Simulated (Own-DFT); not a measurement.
# Strain and stress in wurtzite GaN, 96 atoms (Ga48N48)

All numbers below are calculated, not measured. They come from Own-DFT, an in-house plane-wave density functional program, since retired, whose code no person has reviewed. Each row is one single-point run on a periodic cell that was not relaxed, without spin or spin-orbit coupling.

Settings of every run: PBE; PseudoDojo norm-conserving scalar-relativistic files (stringent for Ga); cutoff 96 hartree; 3 x 4 x 3 k mesh centred on Gamma; Gaussian smearing of 0.01 eV.

Known limits: forces on such cells passed a denser k mesh, each cell not checked; stress not checked against mesh or cutoff.

Unstrained cell vectors in Å: (12.756, 0.000, 0.000); (-4.784, 8.285, 0.000); (0.000, 0.000, 10.370). The unstrained cell has measured lattice constants (interpolated for alloys), not those of this functional. That, the random moves and any unrelaxed bonds set the pressure at no strain. Each run strains this cell uniformly, with the atoms carried along. Every atom was also moved at random, by a Gaussian of width 0.05 Å on each axis. Strain is the symmetric tensor, in per cent. Stress is positive in tension, and the pressure is minus a third of its trace.

```
run,e_xx (%),e_yy (%),e_zz (%),e_yz (%),e_xz (%),e_xy (%),s_xx (GPa),s_yy (GPa),s_zz (GPa),s_yz (GPa),s_xz (GPa),s_xy (GPa),P (GPa),E (meV/atom)
1,1.17,-0.87,-1.35,0.96,1.30,0.35,-3.98,-10.11,-13.86,1.37,2.92,1.76,9.32,23.2
2,1.34,-1.86,-1.29,-1.35,-0.09,0.18,-5.49,-14.70,-13.90,-3.56,0.12,1.77,11.36,31.8
3,-0.90,1.47,0.06,-0.66,0.80,-1.31,-8.76,-1.67,-7.14,-2.11,1.41,-3.82,5.86,8.3
4,1.97,1.73,0.13,-0.09,0.81,1.90,1.46,1.88,-4.62,-0.36,0.96,5.83,0.42,14.0
5,0.56,0.22,1.84,-0.45,-1.72,0.35,-3.28,-4.87,1.24,-0.99,-3.53,1.64,2.30,1.8
6,1.59,-1.21,-0.77,-0.71,-0.59,0.26,-2.87,-9.87,-10.34,-1.66,-1.52,1.21,7.70,9.5
7,-1.94,0.89,0.44,-1.87,0.83,0.93,-13.94,-5.54,-6.71,-4.71,2.69,3.89,8.73,29.0
8,-0.62,-0.78,-1.08,1.38,-0.58,1.95,-11.67,-12.16,-14.87,3.51,-2.35,6.16,12.90,49.5
9,-0.73,1.30,0.02,0.24,-1.76,-0.47,-8.29,-2.06,-8.26,0.21,-4.43,-2.31,6.20,17.5
10,1.68,1.81,1.82,0.56,-0.98,-0.41,2.61,2.53,2.00,1.30,-1.25,-0.49,-2.38,0.0
11,1.34,1.07,0.14,0.75,1.51,0.15,-2.02,-0.80,-4.71,1.38,3.13,-0.31,2.51,12.9
12,-1.82,0.47,-1.05,1.48,0.74,-1.67,-14.89,-8.39,-13.74,2.41,1.01,-5.87,12.34,39.5
13,-1.35,0.54,0.66,-1.11,0.78,0.14,-10.37,-5.78,-5.17,-2.09,1.33,-0.17,7.11,5.4
14,-0.92,-1.60,-0.12,-0.84,-0.17,0.63,-12.10,-17.24,-8.74,-2.11,0.51,1.42,12.69,26.1
15,1.60,-0.56,-0.45,1.89,-0.46,0.99,-1.26,-7.00,-10.90,3.55,-1.28,3.60,6.39,23.6
16,0.92,0.08,0.44,-1.59,-0.88,-1.92,?,?,?,?,?,?,?,?
```

E is the free energy for each atom above the lowest run shown.

## Worked fit

Each stress component was fitted by least squares to a constant and the strains of the runs shown, as fractions, with shears doubled. Shear strains stay in the fit of a normal stress only where such slopes are resolved. The slopes, in GPa:

```
stress,at no strain,per e_xx,per e_yy,per e_zz,scatter
s_xx,-7.2,376 ± 12,83 ± 18,98 ± 22,0.64
s_yy,-7.4,128 ± 16,446 ± 23,26 ± 28,0.83
s_zz,-7.9,64 ± 17,44 ± 24,476 ± 29,0.87
```

Each shear stress against twice its own strain: yz 112 ± 5, xz 118 ± 9, xy 157 ± 11 GPa. These are stiffnesses along x, y and z of the frame in which the cell vectors are given, which need not be the crystal's axes. The atoms are held to the strained lattice; where symmetry lets them move under strain, relaxing them would lower some slopes. The table should be nearly symmetric about its diagonal, and what it lacks of that shows the noise. A ninth of its sum, 193 ± 4 GPa, estimates the bulk modulus near the mean pressure of these runs, 6.9 GPa, so it lies above the value at zero pressure.

## Withheld run

Question: what normal stresses and pressure should run 16 give?

The fit gives s_xx = -3.2, s_yy = -5.8, s_zz = -5.2 and P = 4.7 GPa. The calculation gave -2.42, -6.08, -5.73 and P = 4.74 GPa.
